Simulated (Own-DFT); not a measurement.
# Strain and stress in wurtzite AlN, 72 atoms (Al36N36)

These are calculations, not measurements. They come from Own-DFT, an in-house plane-wave density functional program, since retired, whose code no person has reviewed. Each row is one single-point run on a periodic cell that was not relaxed, without spin or spin-orbit coupling.

Settings of every run: PBE; PseudoDojo norm-conserving scalar-relativistic files; cutoff 42 hartree; 3 x 3 x 2 k mesh centred on Gamma; Fermi-Dirac smearing of 0.1 eV.

Known limits: forces on such cells moved up to 12 meV/angstrom on a denser k mesh; stress not checked against mesh or cutoff.

Unstrained cell vectors in Å: (9.336, 0.000, 0.000); (-4.668, 8.085, 0.000); (0.000, 0.000, 9.964). The unstrained cell has measured lattice constants (interpolated for alloys), not those of this functional. That, the random moves and any unrelaxed bonds set the pressure at no strain. Each run strains this cell uniformly, with the atoms carried along. Every atom was also moved at random, by a Gaussian of width 0.05 Å on each axis. Strain is the symmetric tensor, in per cent. Stress is positive in tension, and the pressure is minus a third of its trace.

| run | e_xx (%) | e_yy (%) | e_zz (%) | e_yz (%) | e_xz (%) | e_xy (%) | s_xx (GPa) | s_yy (GPa) | s_zz (GPa) | s_yz (GPa) | s_xz (GPa) | s_xy (GPa) | P (GPa) | E (meV/atom) |
|---|---|---|---|---|---|---|---|---|---|---|---|---|---|---|
| 1 | -1.68 | 0.96 | 0.05 | -0.72 | 1.66 | 0.79 | -13.61 | -2.67 | -5.72 | -1.97 | 3.70 | 3.29 | 7.34 | 17.0 |
| 2 | 1.92 | -1.65 | -0.15 | -1.18 | 0.35 | -1.45 | -0.58 | -11.72 | -5.81 | -4.43 | 1.56 | -4.11 | 6.04 | 32.1 |
| 3 | -1.13 | 0.74 | 0.32 | 1.63 | 0.88 | 0.13 | -10.73 | -5.03 | -2.72 | 4.06 | 2.56 | 0.99 | 6.16 | 22.0 |
| 4 | -0.70 | 1.69 | 0.72 | -1.49 | 1.60 | 0.46 | -7.84 | -1.17 | 0.14 | -4.62 | 4.53 | 2.23 | 2.96 | 31.6 |
| 5 | 0.19 | 0.09 | -0.71 | 0.53 | -1.25 | -0.37 | -5.06 | -5.76 | -8.68 | 0.81 | -2.95 | -1.00 | 6.50 | 9.5 |
| 6 | -0.55 | -0.55 | 0.36 | 0.96 | 0.72 | -0.94 | -9.36 | -9.88 | -3.36 | 2.16 | 1.50 | -3.57 | 7.53 | 14.5 |
| 7 | -0.21 | -0.05 | 0.92 | 0.55 | 1.59 | 2.00 | -5.58 | -5.20 | -1.93 | 2.27 | 3.65 | 6.62 | 4.24 | 13.3 |
| 8 | -0.41 | 0.25 | 0.96 | -0.84 | 0.01 | -0.85 | -6.79 | -6.13 | -0.60 | -2.02 | -0.72 | -2.77 | 4.51 | 22.0 |
| 9 | 0.80 | -0.53 | 1.04 | 1.97 | 1.41 | -0.59 | -3.43 | -6.67 | 0.50 | 3.67 | 3.53 | -2.02 | 3.20 | 21.9 |
| 10 | -0.68 | 0.19 | -1.03 | 1.60 | 1.30 | 1.89 | -10.92 | -6.95 | -8.92 | 3.99 | 4.00 | 7.46 | 8.93 | 22.2 |
| 11 | -0.83 | -1.47 | 0.20 | -0.99 | 1.16 | 1.14 | -13.03 | -12.85 | -6.68 | -2.30 | 2.46 | 0.87 | 10.85 | 40.9 |
| 12 | 0.53 | -0.58 | -1.89 | -0.52 | 1.48 | 0.98 | -5.74 | -8.46 | -14.84 | -1.84 | 2.71 | 2.58 | 9.68 | 22.9 |
| 13 | -0.14 | 0.71 | 0.03 | -1.20 | 1.12 | 1.95 | -7.30 | -1.58 | -3.98 | -2.79 | 3.21 | 6.03 | 4.28 | 7.7 |
| 14 | 0.68 | -1.58 | 1.36 | 0.40 | 0.71 | 0.28 | -4.76 | -11.36 | 0.14 | 0.59 | 2.20 | 0.82 | 5.33 | 16.5 |
| 15 | -0.44 | -0.73 | -1.18 | -0.80 | -1.72 | 1.29 | -12.56 | -9.31 | -11.60 | -1.46 | -5.25 | 4.05 | 11.15 | 33.7 |
| 16 | 1.07 | 0.13 | 0.31 | 0.92 | 1.13 | -1.02 | -0.32 | -2.29 | -4.01 | 1.93 | 2.79 | -3.43 | 2.21 | 0.0 |
| 17 | 1.95 | -1.51 | 1.22 | -0.55 | -0.17 | 0.67 | 1.90 | -10.20 | -0.16 | -0.84 | -0.48 | 2.12 | 2.82 | 25.7 |
| 18 | -1.49 | 0.79 | -0.30 | 0.01 | -0.90 | 1.01 | ? | ? | ? | ? | ? | ? | ? | ? |

E is the free energy for each atom above the lowest run shown.

## Worked fit

Each stress component was fitted by least squares to a constant and the strains of the runs shown, as fractions, with shears doubled. Shear strains stay in the fit of a normal stress only where such slopes are resolved. The slopes, in GPa:

```
stress,at no strain,per e_xx,per e_yy,per e_zz,scatter
s_xx,-6.7,500 ± 29,158 ± 30,91 ± 26,0.92
s_yy,-6.0,121 ± 35,427 ± 36,22 ± 31,1.11
s_zz,-5.1,52 ± 25,103 ± 26,471 ± 22,0.79
```

Each shear stress against twice its own strain: yz 127 ± 5, xz 128 ± 9, xy 165 ± 11 GPa. These are stiffnesses along x, y and z of the frame in which the cell vectors are given, which need not be the crystal's axes. The atoms are held to the strained lattice; where symmetry lets them move under strain, relaxing them would lower some slopes. The table should be nearly symmetric about its diagonal, and what it lacks of that shows the noise. A ninth of its sum, 216 ± 7 GPa, estimates the bulk modulus near the mean pressure of these runs, 6.1 GPa, so it lies above the value at zero pressure.

## Withheld run

Question: what normal stresses and pressure should run 18 give?

The fit gives s_xx = -13.1, s_yy = -4.5, s_zz = -6.4 and P = 8.0 GPa. The calculation gave -11.71, -4.33, -7.64 and P = 7.90 GPa.
